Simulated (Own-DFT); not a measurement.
# Strain and stress in 4H SiC, 32 atoms (C16Si16)

All numbers below are calculated, not measured. They come from Own-DFT, an in-house plane-wave density functional program, since retired, whose code no person has reviewed. Each row is one single-point run on a periodic cell that was not relaxed, without spin or spin-orbit coupling.

Settings of every run: PBE; PseudoDojo norm-conserving scalar-relativistic files; cutoff 42 hartree; 5 x 5 x 3 k mesh centred on Gamma; Fermi-Dirac smearing of 0.1 eV.

Known limits: forces on such cells passed a denser k mesh, each cell not checked; stress not checked against mesh or cutoff.

Unstrained cell vectors in Å: (6.165, 0.000, 0.000); (-3.083, 5.339, 0.000); (0.000, 0.000, 10.068). The unstrained cell has measured lattice constants (interpolated for alloys), not those of this functional. That, the random moves and any unrelaxed bonds set the pressure at no strain. Each run strains this cell uniformly, with the atoms carried along. Every atom was also moved at random, by a Gaussian of width 0.05 Å on each axis. Strain is the symmetric tensor, in per cent. Stress is positive in tension, and the pressure is minus a third of its trace.

```
run,e_xx (%),e_yy (%),e_zz (%),e_yz (%),e_xz (%),e_xy (%),s_xx (GPa),s_yy (GPa),s_zz (GPa),s_yz (GPa),s_xz (GPa),s_xy (GPa),P (GPa),E (meV/atom)
1,1.41,0.98,-0.72,1.76,0.79,1.88,0.29,2.00,-9.57,5.24,2.23,10.10,2.43,45.8
2,0.74,0.08,-0.39,-1.09,-0.52,0.67,0.77,-2.03,-9.12,-3.85,-0.38,3.55,3.46,0.0
3,-1.10,-0.27,-0.74,-0.38,-1.65,1.93,-10.37,-6.92,-15.39,-1.33,-5.15,8.67,10.89,65.8
4,-1.97,1.36,1.37,1.19,-0.40,1.73,-12.94,1.31,2.54,4.65,-2.01,6.64,3.03,20.2
5,0.05,1.24,0.72,-1.09,1.80,1.02,-2.80,3.64,-1.61,-3.84,5.37,4.19,0.26,15.7
6,-1.57,1.47,0.45,0.41,1.99,-0.10,-10.67,3.88,-6.59,-0.03,4.63,0.04,4.46,52.5
7,1.68,0.34,1.32,-0.55,0.36,0.49,3.21,-0.47,4.30,-3.19,2.54,3.29,-2.35,22.4
8,-1.51,0.34,1.79,0.34,-1.97,0.92,-12.83,-2.43,4.28,1.62,-6.53,5.09,3.66,24.2
9,-0.97,0.76,-1.26,-0.82,-0.04,1.00,-9.56,-1.26,-14.56,-3.66,-0.33,4.22,8.46,23.6
10,0.78,-0.43,1.74,-0.05,1.78,0.92,-1.88,-4.10,3.00,1.32,6.82,4.64,0.99,34.8
11,-1.57,-1.71,0.06,-1.23,-1.30,0.55,-15.64,-15.43,-7.08,-5.77,-3.61,3.33,12.72,38.8
12,-1.58,-1.82,1.23,1.92,1.11,1.35,-15.95,-17.30,-1.01,6.99,4.42,7.24,11.42,73.9
13,0.99,-0.80,1.37,-0.22,1.65,-1.83,-0.13,-4.86,0.21,-1.21,6.01,-7.79,1.59,34.1
14,-0.34,-1.22,1.39,-1.61,-0.54,1.32,-6.88,-10.51,-0.51,-6.11,-0.29,7.28,5.97,41.5
15,1.43,-0.18,1.94,0.35,0.26,1.70,4.28,-5.14,5.89,2.39,-0.25,8.64,-1.68,16.5
16,-0.61,0.47,-0.02,-0.06,-1.89,-0.68,?,?,?,?,?,?,?,?
```

E is the free energy for each atom above the lowest run shown.

## Worked fit

Each stress component was fitted by least squares to a constant and the strains of the runs shown, as fractions, with shears doubled. Shear strains stay in the fit of a normal stress only where such slopes are resolved. The slopes, in GPa:

```
stress,at no strain,per e_xx,per e_yy,per e_zz,scatter
s_xx,-5.1,508 ± 29,115 ± 36,34 ± 36,1.39
s_yy,-4.0,106 ± 26,574 ± 33,28 ± 34,1.28
s_zz,-7.3,63 ± 32,70 ± 40,643 ± 41,1.56
```

Each shear stress against twice its own strain: yz 177 ± 13, xz 157 ± 11, xy 225 ± 12 GPa. These are stiffnesses along x, y and z of the frame in which the cell vectors are given, which need not be the crystal's axes. The atoms are held to the strained lattice; where symmetry lets them move under strain, relaxing them would lower some slopes. The table should be nearly symmetric about its diagonal, and what it lacks of that shows the noise. A ninth of its sum, 238 ± 8 GPa, estimates the bulk modulus near the mean pressure of these runs, 4.4 GPa, so it lies above the value at zero pressure.

## Withheld run

Question: what normal stresses and pressure should run 16 give?

The fit gives s_xx = -7.7, s_yy = -1.9, s_zz = -7.5 and P = 5.7 GPa. The calculation gave -6.63, -0.70, -10.89 and P = 6.08 GPa.
